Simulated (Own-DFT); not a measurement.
# Which defects push the lattice out? C40 NbSi2

Everything here is calculated. The program is Own-DFT (plane waves, in-house, since retired, never reviewed by a person); positions were held fixed, and spin and spin-orbit coupling were off.

Common settings: PBE; PseudoDojo norm-conserving scalar-relativistic files; cutoff 42 hartree; 4 x 4 x 5 k mesh centred on Gamma; cold (Marzari-Vanderbilt) smearing of 0.2 eV.

Keep in mind: forces on such cells failed a check on a denser k mesh; stress not checked against mesh or cutoff.

All runs share one cell, with vectors in Å (0.000, 8.324, 0.000); (-9.613, 0.000, 0.000); (0.000, 0.000, 6.586) and a volume of 527.0 Å³. Atoms were moved at random from their sites; u is the rms move along one axis. The defect's site can differ from row to row.

| cell | formula | u (Å) | P (GPa) |
|---|---|---|---|
| no defect | Nb12Si24 | 0.0191 | 1.48 |
| no defect | Nb12Si24 | 0.0198 | 1.49 |
| no defect | Nb12Si24 | 0.0529 | 2.71 |
| two Nb vacancies | Nb10Si24 | 0.0295 | -0.13 |
| two Nb vacancies | Nb10Si24 | 0.0308 | -0.27 |
| two Nb vacancies | Nb10Si24 | 0.0522 | 0.59 |
| two Si on a Nb site each | Nb10Si26 | 0.0276 | 1.52 |
| two Si on a Nb site each | Nb10Si26 | 0.0302 | 1.68 |
| two Si on a Nb site each | Nb10Si26 | 0.0485 | ? |
| two Si on a Nb site each | Nb10Si26 | 0.0486 | 2.76 |
| two Nb on a Si site each | Nb14Si22 | 0.0284 | 7.52 |
| two Nb on a Si site each | Nb14Si22 | 0.0460 | 8.15 |
| two Nb on a Si site each | Nb14Si22 | 0.0520 | 8.52 |
| one Si vacancy | Nb12Si23 | 0.0296 | 1.01 |
| one Si vacancy | Nb12Si23 | 0.0318 | 1.06 |
| one Si vacancy | Nb12Si23 | 0.0521 | 1.75 |

## Analysis

P = P0 + c u² + a shift for each defect gives P0 = 1.29 GPa, c = 511 ± 39 GPa/Å² and a scatter of 0.13 GPa. The shifts, and each times the cell's volume:

- two Nb on a Si site each: 5.81 ± 0.11 GPa, 19.1 eV (9.6 eV for each of its 2 sites)
- two Si on a Nb site each: 0.01 ± 0.11 GPa, 0.0 eV (0.0 eV for each of its 2 sites) (not resolved)
- one Si vacancy: -0.80 ± 0.11 GPa, -2.6 eV
- two Nb vacancies: -2.00 ± 0.11 GPa, -6.6 eV (-3.3 eV for each of its 2 sites)

Against the defect-free cell, a freed cell would be larger where the shift is positive and smaller where it is negative (160.2 GPa Å³ is 1 eV). The atoms around the defects weren't relaxed, which would change these numbers.

## Test on the hidden row

Question: what pressure belongs in the blank (two Si on a Nb site each, u = 0.0485 Å)?

Estimate: 2.50 ± 0.16 GPa. Computed: 2.46 GPa.
